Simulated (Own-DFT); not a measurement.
Simulation results for Hf$_{36}$O$_{71}$ (tetragonal hafnia with one neutral oxygen vacancy, atoms displaced)

Computed with Own-DFT development build. A calculation, not a measurement: plane-wave PBE and HSE06 DFT by an unreviewed code, no spin, of a simulated cell at Gamma alone, so results move with cell size and shape, stress positive in tension, energies less offsets, not probed for a lower state with spin; hafnium file: forces about 75 meV/angstrom off all-electron values; oxygen file: force components 24 meV/angstrom off all-electron in a glass; k mesh not checked against a denser one; forces and stress are PBE's, HSE06 gives the energy alone, and its difference from PBE has offsets of its own; offsets are fitted by least squares, one for each functional and potential file, so energies compare only between cells with the same atoms and settings and are not formation energies; the far tail of each file's local potential was reset to the Coulomb form; each entry is a single point on an unrelaxed cell, so the pressure reflects the starting lattice, taken from the Materials Project, from which strain is counted, and rises with the displacements; printed positions are rounded, which can move forces by about a meV/angstrom; the program is a retired in-house code; no spin-orbit coupling.

Common to all runs: first functional PBE; second functional HSE06; exact exchange share 0.25; screening 0.11 1/bohr; exchange divergence Gygi-Baldereschi; potential files PseudoDojo norm-conserving, scalar-relativistic, made for PBE, standard set; wave cutoff 48 hartree; occupations fixed; k mesh 1 x 1 x 1 centred on Gamma.

(1) 
```xyz
107
Lattice="10.7800 0.0000 0.0000 0.0000 10.7800 0.0000 0.0000 0.0000 10.4493" Properties=species:S:1:pos:R:3:force_x:R:1:force_y:R:1:force_z:R:1 formula=Hf36O71 PBE_energy_of_cell_above_offsets=-101.033 HSE06_less_PBE_above_offsets=-0.148 PBE_pressure=1.1 PBE_stress_xx=-0.8 PBE_stress_yy=-0.64 PBE_stress_zz=-1.87 PBE_stress_yz=-0.23 PBE_stress_xz=0.01 PBE_stress_xy=0.02
Hf    10.7579    10.7679     0.0013       0.86      0.421     -0.485
Hf     1.7696     1.7697     2.6255      0.992      0.798     -0.689
O      0.0148     1.7959     1.6145     -0.637     -0.033     -0.275
O      1.7872    10.7777     3.5778      -0.26     -0.245      1.266
O      0.0412     1.8296     4.1944     -0.299      -0.78      0.319
O      1.7932    10.7778     1.0704     -0.423     -0.218     -0.846
Hf    10.7530    10.7507     5.1890      0.801      0.338      0.684
Hf     1.8525     1.8472     7.8320      0.134     -1.258     -0.113
O      0.0220     1.8006     6.8224      0.339      0.329     -0.288
O      1.8374     0.0024     8.8300     -0.068      0.373      0.247
O     10.7513     1.7970     9.4496      0.145     -0.088     -0.169
O      1.7853     0.0449     6.2670      0.419     -0.265     -0.887
Hf     0.0004     3.6113    10.4466      0.153     -0.425      0.269
Hf     1.8073     5.3724     2.6230      0.123      0.271     -0.467
O     10.7296     5.3895     1.5823       0.72     -0.289      0.269
O      1.8082     3.5902     3.6152     -0.139      0.185      0.496
O     10.7310     5.3786     4.2215      0.154     -0.343      0.097
O      1.8362     3.5901     0.9943     -0.934      0.224     -0.199
Hf     0.0290     3.5486     5.2599     -0.143      0.448     -0.384
Hf     1.7293     5.3924     7.8368      2.016      0.142      0.191
O      0.0345     5.4117     6.8180     -0.642       0.21     -0.252
O      1.8274     3.5711     8.8281     -0.445      0.786      0.376
O     10.7724     5.4276     9.4613      0.118     -0.764     -0.919
O      1.8368     3.6081     6.2766     -0.528     -0.129      -0.31
Hf    10.7356     7.1721    10.4461      0.726      0.698      0.261
Hf     1.6944     9.0259     2.6013      1.982     -0.971     -0.109
O      0.0007     8.9932     1.5912     -1.269     -0.007     -0.302
O      1.7693     7.2029     3.6573      -0.22     -0.119      0.073
O     10.7507     8.9623     4.1952     -0.079      0.409     -0.263
O      1.7892     7.1780     0.9996     -0.207     -0.082     -0.026
Hf    10.7686     7.1547     5.1763      0.586        0.1      0.548
Hf     1.7787     8.9991     7.8084     -0.038     -0.019      0.543
O     10.7590     9.0140     6.8242      0.292     -0.159     -0.268
O      1.8027     7.1533     8.8478     -0.097       0.73     -0.859
O      0.0004     9.0153     9.4243      0.186     -0.395      0.236
Hf     3.5937    10.7669    10.4394     -0.712      0.288      0.087
Hf     5.4286     1.7773     2.5999     -1.412      0.611      0.076
O      3.5445     1.7868     1.6012      1.165     -0.323     -0.021
O      5.4411     0.0022     3.6736      -0.07     -0.392     -0.888
O      3.6244     1.8009     4.1462     -0.265     -0.613      0.969
O      5.3983     0.0176     0.9433     -0.318     -0.148      1.289
Hf     3.6148    10.7703     5.2183     -0.412      0.369       0.01
Hf     5.4007     1.7806     7.8636      0.763      0.195      0.413
O      3.6599     1.8574     6.7978     -0.777     -0.259     -0.164
O      5.3965    10.7797     8.8497      0.018     -0.686     -0.335
O      3.6077     1.7922     9.4193     -0.034      -0.11     -0.175
O      5.4079     0.0104     6.2023     -0.355     -0.408      0.335
Hf     3.6345     3.6029    10.4059     -0.494     -0.198      0.809
Hf     5.3905     5.3860     2.6514      -0.37     -0.975     -1.104
O      3.5823     5.3354     1.6068      0.334      0.611       0.27
O      5.3551     3.5717     3.6734       0.54      0.157     -0.274
O      3.5788     5.4275     4.2029     -0.039      -0.27      0.397
O      5.3499     3.6083     1.0268      0.877     -0.566      0.397
Hf     3.6108     3.5769     5.2329      0.047      0.204     -0.665
Hf     5.4086     5.3480     7.8054      0.239      0.214      0.913
O      3.6651     5.4076     6.8142     -1.685      0.293      0.036
O      5.3988     3.6041     8.8818     -0.366     -0.309     -0.394
O      3.5932     5.3957     9.4675      0.204       0.19     -0.513
O      5.3895     3.6102     6.2399      0.237      0.382      0.308
Hf     3.6057     7.1796    10.4402      -0.34      0.183      0.553
Hf     5.3837     8.9975     2.6004     -0.853      -0.79      -0.26
O      3.5602     8.9714     1.5827      0.594       0.14      0.548
O      5.4371     7.1118     3.5833      0.114      2.016      0.776
O      3.5910     8.9864     4.2002      0.511     -0.061      0.307
O      5.4332     7.1885     1.0206     -0.594      0.239     -0.196
Hf     3.5885     7.1997     5.2742         -1       -0.3     -0.304
Hf     5.4254     8.9232     7.8504      -0.85      1.122      0.011
O      3.6140     8.9767     6.8407     -0.288     -0.212     -0.243
O      5.4188     7.2226     8.8366      0.087     -0.962      0.408
O      3.6012     8.9804     9.4513      0.094     -0.287     -0.284
O      5.3751     7.1847     6.2682      0.502      0.643     -0.495
Hf     7.1894    10.7397     0.0144      0.052      1.716     -1.022
Hf     9.0031     1.7616     2.6068     -0.094      1.166     -0.131
O      7.2034     1.7651     1.6241      0.002      0.068     -0.102
O      8.9967     0.0240     3.6325      0.109     -0.895     -0.166
O      7.2039     1.7826     4.2387      0.015      0.104     -0.279
O      8.9810    10.7690     0.9751      0.265     -0.078      1.003
Hf     7.1530    10.7101     5.1911      0.178       1.76      0.534
Hf     9.0430     1.7838     7.7974     -1.537      0.688      0.967
O      7.1444     1.7990     6.8251      0.892      0.034      0.002
O      8.9406     0.0198     8.8697      0.272     -0.398     -0.689
O      7.2062     1.8066     9.4085     -0.298     -0.122      0.859
O      8.9994     0.0167     6.2014     -0.454     -0.039      0.251
Hf     7.1880     3.6022     0.0514     -0.572     -0.194     -1.365
Hf     8.9802     5.3532     2.6422     -0.355      0.825     -0.693
O      7.1623     5.3832     1.5550      0.412     -0.304      0.667
O      9.0067     3.6062     3.5688     -0.139     -1.187      0.414
O      7.2128     5.3820     4.2396     -0.099      0.035     -0.222
O      8.9642     3.5510     0.9367      0.694      0.012      1.101
Hf     7.1430     3.5969     5.2296      0.547     -0.636      0.185
Hf     9.0215     5.4232     7.8434     -1.189     -0.439      0.283
O      7.1690     5.4579     6.8139      0.887      -0.22     -0.037
O      8.9863     3.6160     8.8781      0.537      0.108     -1.025
O      7.1660     5.3479     9.4008      0.315      1.102      0.331
O      8.9870     3.5792     6.2430      0.071      0.216      -0.21
Hf     7.2030     7.2031    10.4472     -0.192     -1.276          0
Hf     8.9812     9.0030     2.5971     -0.065     -0.747      0.059
O      7.1852     9.0165     1.5691      0.136      0.037      0.502
O      8.9628     7.1819     3.6164      0.001      0.466      0.034
O      7.1633     8.9540     4.2042      0.107      0.218     -0.523
O      8.9801     7.1319     1.0369      -0.27      0.729     -0.081
Hf     7.1561     7.2115     5.2267      0.622     -1.381       0.26
Hf     8.9220     9.0072     7.8088      1.888       0.07      0.887
O      7.2289     8.9659     6.8068     -1.238      0.125     -0.492
O      9.0162     7.2332     8.8890     -0.318     -0.426     -0.322
O      7.2106     9.0075     9.4742      -0.08     -0.767     -0.963
O      9.0157     7.2157     6.2680     -0.508     -0.238     -0.384
```

Units: PBE_energy_of_cell_above_offsets, HSE06_less_PBE_above_offsets in eV; PBE_pressure, PBE_stress_xx, PBE_stress_yy, PBE_stress_zz, PBE_stress_yz, PBE_stress_xz, PBE_stress_xy in GPa; force_x, force_y, force_z in eV/Å.

(2) 
```xyz
107
Lattice="10.7800 0.0000 0.0000 0.0000 10.7800 0.0000 0.0000 0.0000 10.4493" Properties=species:S:1:pos:R:3:force_x:R:1:force_y:R:1:force_z:R:1 formula=Hf36O71 PBE_energy_of_cell_above_offsets=-88.741 HSE06_less_PBE_above_offsets=0.588 PBE_pressure=4.54 PBE_stress_xx=-3.23 PBE_stress_yy=-6.06 PBE_stress_zz=-4.31 PBE_stress_yz=0.68 PBE_stress_xz=0.31 PBE_stress_xy=-0.26
Hf    10.7757    10.7386     0.0066     -2.079      0.027      1.532
Hf     1.9276     1.7076     2.7681     -0.922      3.302     -2.451
O     10.6813     1.9048     1.6159      1.783     -1.336     -0.312
O      1.6183     0.0016     3.6138      0.705     -1.178      1.263
O      0.0652     1.7624     4.0712     -0.331      2.447      1.832
O      1.8631    10.7404     1.2281       -0.2      0.195     -2.862
Hf    10.6846     0.1922     5.1826      1.876     -4.414     -0.096
Hf     1.7522     1.8244     7.8498      1.564     -0.307      0.085
O      0.0590     1.9093     6.8490     -1.407     -0.578     -1.086
O      1.9372     0.0372     8.7796     -0.609      -1.36      1.094
O      0.0595     1.8515     9.4850      0.694     -2.434     -1.802
O      1.7855    10.6983     6.2361      0.117      1.091      -0.51
Hf    10.7278     3.5058    10.4166     -0.051      1.148      3.983
Hf     1.7002     5.4301     2.6276      2.497     -1.482     -0.135
O      0.0069     5.3725     1.6610     -1.414      0.163     -0.271
O      1.8089     3.7251     3.7092     -0.698     -2.015      0.358
O     10.7692     5.3544     4.3695     -0.287      0.334     -1.823
O      1.7909     3.5667     1.1709      0.008      0.283     -1.918
Hf     0.0043     3.5446     5.2421      0.743       0.51     -1.748
Hf     1.7875     5.3425     7.8862      0.746      0.325     -0.241
O     10.7428     5.4483     6.7774      1.102     -0.505       1.46
O      1.8783     3.6205     8.9366     -0.568     -0.035     -0.467
O     10.5493     5.5124     9.4748      0.371     -5.044      -2.54
O      1.8188     3.6331     6.2280     -0.781     -0.174      1.912
Hf    10.7606     7.0841    10.3843     -1.342      4.176      2.357
Hf     1.8172     9.0072     2.6096      -0.76       0.01      0.059
O     10.6528     8.9396     1.5884      3.221      1.237     -0.963
O      1.6822     7.2614     3.5918      0.866     -1.994      0.668
O      0.0878     8.8506     4.2889     -1.075      2.441      -0.49
O      1.6273     7.2764     0.9374       3.33     -0.119      0.836
Hf     0.0585     7.1106     5.2675     -0.199       2.06      0.217
Hf     1.6792     8.8958     7.9153     -1.842      1.163     -1.539
O     10.7067     9.0119     6.8587        0.8     -0.491      0.614
O      1.8389     7.0846     8.8479     -1.014      1.329     -0.013
O     10.7431     8.9311     9.4295       2.34      1.529      0.498
O      1.9039     7.1229     6.2703      -4.26      0.072      1.524
Hf     3.5614     0.0556    10.3091     -0.561     -1.837      4.189
Hf     5.5127     1.7283     2.7260     -1.391      1.695     -1.902
O      3.6438     1.8586     1.5584      0.292     -0.365      0.413
O      5.3514    10.7376     3.5613      -0.02      0.346      1.731
O      3.6918     1.8421     4.1378     -1.726     -1.818      1.501
O      5.3655     0.0306     1.0349     -0.523      0.278     -0.532
Hf     3.7287     0.0569     5.2546     -3.941     -0.322     -1.659
Hf     5.3646     1.7331     7.9714      0.583      4.379     -1.767
O      3.6251     1.7372     6.7623      0.083      0.151       1.15
O      5.4982     0.0541     8.8910     -1.317     -2.023     -0.449
O      3.4904     1.7350     9.5005      1.252      2.865     -2.151
O      5.4534     0.0015     6.1473     -1.422     -0.705      3.051
Hf     3.6554     3.5809     0.1512     -1.956      1.237      0.716
Hf     5.4453     5.3342     2.6887     -1.332      0.772     -0.191
O      3.6295     5.2950     1.6094      0.062      0.274     -0.537
O      5.2178     3.4926     3.7812      1.904      1.685     -1.469
O      3.5373     5.3622     4.0928      0.547      1.209      2.529
O      5.4537     3.5162     0.9671      0.373     -0.186      1.117
Hf     3.6102     3.6873     5.4085      1.259      0.046     -3.494
Hf     5.4091     5.5164     7.7965      0.036     -4.118      -0.46
O      3.5831     5.4798     6.8891      0.234     -0.875     -1.621
O      5.5041     3.6574     8.8099     -1.338     -1.498      0.193
O      3.6112     5.5937     9.3243     -0.608     -3.512      1.209
O      5.4410     3.6415     6.2881     -0.135      0.218      -0.07
Hf     3.6460     7.2689    10.3757     -1.074     -3.573      3.651
Hf     5.3606     9.0010     2.5189      1.982     -1.755      1.101
O      3.6514     8.9147     1.6128     -1.817     -0.055     -0.653
O      5.3166     7.2424     3.6418      0.884     -1.194       0.26
O      3.5345     8.9325     4.2639     -0.276      1.755     -0.026
O      5.4499     7.2220     1.2253      -0.97     -0.836     -2.827
Hf     3.4425     7.1698     5.2575      4.223     -0.159     -3.227
Hf     5.2753     8.9671     7.7373       1.25     -1.632      0.278
O      3.4987     8.8842     6.8449      1.433      0.707       0.68
O      5.2547     7.0310     8.8622      1.827       5.75      1.487
O      3.6497     8.9036     9.4806      0.409      3.563     -2.401
O      5.5155     7.3222     6.2326     -2.327     -0.636      1.146
Hf     7.0543     0.0575    10.4219      3.082     -1.207      1.799
Hf     8.8809     1.8565     2.6437      1.179      0.041     -2.136
O      9.0692     0.0562     3.5286     -0.019     -0.964      1.641
O      7.1111     1.8628     4.2988       0.32     -1.272       -0.8
O      8.8960     0.0444     1.0273      0.435      0.313     -1.124
Hf     7.1473     0.0412     5.2860      2.748     -1.569     -2.695
Hf     8.9659     1.8034     7.7683     -0.202     -0.476      2.088
O      7.1699     1.7963     6.8636     -0.621     -0.164      0.204
O      9.0572    10.7735     8.8885     -0.108      1.011     -1.142
O      7.2187     1.8637     9.5119     -0.581     -2.039     -0.934
O      8.9204     0.0652     6.2238      0.525      0.907      0.164
Hf     7.1923     3.6045    10.3913      1.212      0.758      2.232
Hf     8.9903     5.5123     2.6740     -0.315     -1.793     -2.022
O      7.2083     5.3683     1.5087      -0.21      0.005      1.713
O      9.0229     3.6359     3.6681     -0.512     -0.061      1.139
O      7.1493     5.3836     4.2123     -0.006     -0.117      -0.16
O      9.0097     3.4461     1.1948     -1.541      1.001     -2.495
Hf     7.2247     3.6019     5.2356     -0.762      1.015       0.68
Hf     8.9899     5.4564     7.7672      0.597      0.255      1.792
O      7.2307     5.4146     6.9252     -0.321      0.206     -1.443
O      8.9388     3.5568     8.8948      0.803      0.423     -0.795
O      7.1458     5.3184     9.4950      0.549      3.177     -1.394
O      9.0215     3.6325     6.2686     -0.712     -0.498      0.326
Hf     7.0717     7.1793     0.0127       1.78      0.133      1.602
Hf     9.0832     8.9219     2.5869     -3.199      2.331      0.288
O      7.1761     8.9222     1.5342      0.399      0.259      0.247
O      8.9642     7.2503     3.5986       -0.1     -1.582      1.347
O      7.2123     9.0007     4.1892     -0.127      0.882      0.403
O      8.9980     7.0941     1.0393     -0.894      0.004     -0.491
Hf     7.1941     7.2263     5.1597      0.282      1.122     -0.589
Hf     8.7946     8.9452     7.7806      3.321      3.043      0.267
O      7.2189     8.9346     6.6987     -2.739      1.011      0.133
O      9.0561     7.4352     8.8031     -0.957     -5.139      1.017
O      7.1839     9.0050     9.4470      -1.14     -0.547     -1.057
O      9.0178     7.2199     6.1925     -0.987      -0.68      0.196
```

Units: PBE_energy_of_cell_above_offsets, HSE06_less_PBE_above_offsets in eV; PBE_pressure, PBE_stress_xx, PBE_stress_yy, PBE_stress_zz, PBE_stress_yz, PBE_stress_xz, PBE_stress_xy in GPa; force_x, force_y, force_z in eV/Å.
